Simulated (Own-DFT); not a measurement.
# Which defects push the lattice out? zincblende InP

Source: density functional calculations with Own-DFT, an unreviewed in-house program that is no longer used. Nothing was measured or relaxed, and spin and spin-orbit coupling are left out.

All runs used: PBE; PseudoDojo norm-conserving scalar-relativistic files; cutoff 36 hartree; 2 x 3 x 3 k mesh centred on Gamma; Fermi-Dirac smearing of 0.1 eV.

Caveats (not all hold for every row): not probed for a lower state with spin; forces on such cells failed a check on a denser k mesh; forces not confirmed at this smearing and k mesh; stress not checked against mesh or cutoff.

All runs share one cell, with vectors in Å (17.606, 0.000, 0.000); (0.000, 11.737, 0.000); (0.000, 0.000, 11.737) and a volume of 2425.5 Å³. The atoms are randomly displaced, by u rms on each axis. The defect's site can differ from row to row.

| cell | formula | u (Å) | P (GPa) |
|---|---|---|---|
| no defect | In48P48 | 0.0190 | 3.20 |
| no defect | In48P48 | 0.0196 | 3.21 |
| no defect | In48P48 | 0.0480 | 3.52 |
| two P on an In site each | In46P50 | 0.0298 | 3.01 |
| two P on an In site each | In46P50 | 0.0498 | 3.32 |
| two P on an In site each | In46P50 | 0.0532 | 3.39 |
| one In on a P site | In49P47 | 0.0291 | 3.91 |
| one In on a P site | In49P47 | 0.0295 | 3.87 |
| one In on a P site | In49P47 | 0.0497 | 4.25 |
| two P vacancies | In48P46 | 0.0452 | 3.22 |
| two P vacancies | In48P46 | 0.0519 | 3.33 |
| two P vacancies | In48P46 | 0.0520 | 3.42 |
| one P on an In site | In47P49 | 0.0288 | 3.12 |
| one P on an In site | In47P49 | 0.0314 | ? |
| one P on an In site | In47P49 | 0.0478 | 3.38 |
| one P on an In site | In47P49 | 0.0494 | 3.45 |

## Analysis

P = P0 + c u² + a shift for each defect gives P0 = 3.11 GPa, c = 194 ± 11 GPa/Å² and a scatter of 0.03 GPa. The shifts, and each times the cell's volume:

- one In on a P site: 0.63 ± 0.03 GPa, 9.5 eV
- one P on an In site: -0.15 ± 0.03 GPa, -2.3 eV
- two P vacancies: -0.27 ± 0.03 GPa, -4.0 eV (-2.0 eV for each of its 2 sites)
- two P on an In site each: -0.27 ± 0.03 GPa, -4.2 eV (-2.1 eV for each of its 2 sites)

Against the defect-free cell, a freed cell would be larger where the shift is positive and smaller where it is negative (160.2 GPa Å³ is 1 eV). The atoms around the defects weren't relaxed, which would change these numbers.

## Prediction

Question: what pressure belongs in the blank (one P on an In site, u = 0.0314 Å)?

From the fit: 3.15 ± 0.04 GPa. Computed: 3.21 GPa.
